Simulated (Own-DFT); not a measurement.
# Which defects push the lattice out? zincblende GaAs

No measurement is shown. These are fixed-geometry runs of a retired plane-wave code named Own-DFT, which no person has reviewed; spin and spin-orbit coupling are neglected.

All runs used: PBE; PseudoDojo norm-conserving scalar-relativistic files; cutoff 42 hartree; 3 x 3 x 3 k mesh centred on Gamma; Fermi-Dirac smearing of 0.1 eV.

Keep in mind (not all hold for every row): not probed for a lower state with spin; forces not confirmed at this smearing and k mesh; stress not checked against mesh or cutoff.

All runs share one cell, with vectors in Å (11.737, 0.000, 0.000); (0.000, 11.737, 0.000); (0.000, 0.000, 10.919) and a volume of 1504.3 Å³, strained against the parent crystal. u is the rms random offset of the atoms per axis. The defect's site can differ from row to row.

| cell | formula | u (Å) | P (GPa) |
|---|---|---|---|
| no defect | As32Ga32 | 0.0301 | 0.74 |
| no defect | As32Ga32 | 0.0328 | 0.78 |
| no defect | As32Ga32 | 0.0489 | 1.02 |
| one In on a Ga site | As32Ga31In | 0.0279 | 1.33 |
| one In on a Ga site | As32Ga31In | 0.0440 | 1.40 |
| one In on a Ga site | As32Ga31In | 0.0544 | 1.83 |
| one As vacancy and one Ga vacancy | As31Ga31 | 0.0290 | 0.51 |
| one As vacancy and one Ga vacancy | As31Ga31 | 0.0313 | 0.52 |
| one As vacancy and one Ga vacancy | As31Ga31 | 0.0483 | 0.76 |
| one P on an As site | As31Ga32P | 0.0295 | ? |
| one P on an As site | As31Ga32P | 0.0303 | 0.54 |
| one P on an As site | As31Ga32P | 0.0507 | 0.77 |
| one P on an As site | As31Ga32P | 0.0539 | 0.96 |
| one Al on a Ga site | AlAs32Ga31 | 0.0284 | 0.74 |
| one Al on a Ga site | AlAs32Ga31 | 0.0504 | 1.05 |
| one Al on a Ga site | AlAs32Ga31 | 0.0534 | 1.08 |

## Fit

P = P0 + c u² + a shift for each defect gives P0 = 0.57 GPa, c = 190 ± 20 GPa/Å² and a scatter of 0.06 GPa. The shifts, and each times the cell's volume:

- one In on a Ga site: 0.59 ± 0.05 GPa, 5.5 eV
- one Al on a Ga site: -0.01 ± 0.05 GPa, -0.1 eV (not resolved)
- one P on an As site: -0.22 ± 0.05 GPa, -2.1 eV
- one As vacancy and one Ga vacancy: -0.24 ± 0.05 GPa, -2.3 eV

A positive shift means that the defect pushes the cell outwards. Shift times volume (160.2 GPa Å³ is 1 eV) depends little on the cell's size, so, taken for each site, it can be compared between cells at like pressure. The atoms around the defects weren't relaxed, which would change these numbers.

## Test on the hidden row

The question: what pressure belongs in the blank (one P on an As site, u = 0.0295 Å)?

The fit gives 0.52 ± 0.08 GPa. The hidden result is 0.52 GPa.
